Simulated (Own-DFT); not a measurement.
# Point defects and the pressure they add: C11b WSi2

Calculated, not measured: single-point runs of Own-DFT, a retired in-house plane-wave DFT program that no person has reviewed, on unrelaxed cells, without spin or spin-orbit coupling.

Settings: PBE; PseudoDojo norm-conserving scalar-relativistic files; cutoff 50 hartree; 5 x 5 x 5 k mesh centred on Gamma; cold (Marzari-Vanderbilt) smearing of 0.2 eV.

Known weak points: forces on such cells failed a check on a denser k mesh; stress not checked against mesh or cutoff.

All runs share one cell, with vectors in Å (-2.148, -5.953, 3.409); (-6.444, 2.976, 1.136); (-2.553, -2.948, -6.757) and a volume of 403.2 Å³. Atoms were moved at random from their sites; u is the rms move along one axis. The defect's site can differ from row to row.

| cell | formula | u (Å) | P (GPa) |
|---|---|---|---|
| no defect | Si20W10 | 0.0188 | 4.30 |
| no defect | Si20W10 | 0.0212 | 4.61 |
| no defect | Si20W10 | 0.0508 | 6.54 |
| one W on a Si site | Si19W11 | 0.0268 | 9.29 |
| one W on a Si site | Si19W11 | 0.0325 | 10.15 |
| one W on a Si site | Si19W11 | 0.0508 | 11.21 |
| one Si vacancy | Si19W10 | 0.0280 | 3.16 |
| one Si vacancy | Si19W10 | 0.0303 | 2.90 |
| one Si vacancy | Si19W10 | 0.0506 | 4.13 |
| one Si on a W site | Si21W9 | 0.0259 | 6.19 |
| one Si on a W site | Si21W9 | 0.0295 | 6.31 |
| one Si on a W site | Si21W9 | 0.0472 | 7.45 |
| one Si on a W site | Si21W9 | 0.0535 | ? |

## Worked fit

P = P0 + c u² + a shift for each defect gives P0 = 4.18 GPa, c = 857 ± 80 GPa/Å² and a scatter of 0.23 GPa. The shifts, and each times the cell's volume:

- one W on a Si site: 4.79 ± 0.19 GPa, 12.0 eV
- one Si on a W site: 1.39 ± 0.19 GPa, 3.5 eV
- one Si vacancy: -2.00 ± 0.19 GPa, -5.0 eV

Positive is outwards. The product with the volume (160.2 GPa Å³ to the eV) is nearly free of the cell's size; divided by the bulk modulus at the cell's pressure it gives the volume that the defect adds. The atoms around the defects weren't relaxed, which would change these numbers.

## Prediction

Asked: what pressure belongs in the blank (one Si on a W site, u = 0.0535 Å)?

From the fit: 8.03 ± 0.30 GPa. The calculation gave 7.59 GPa.
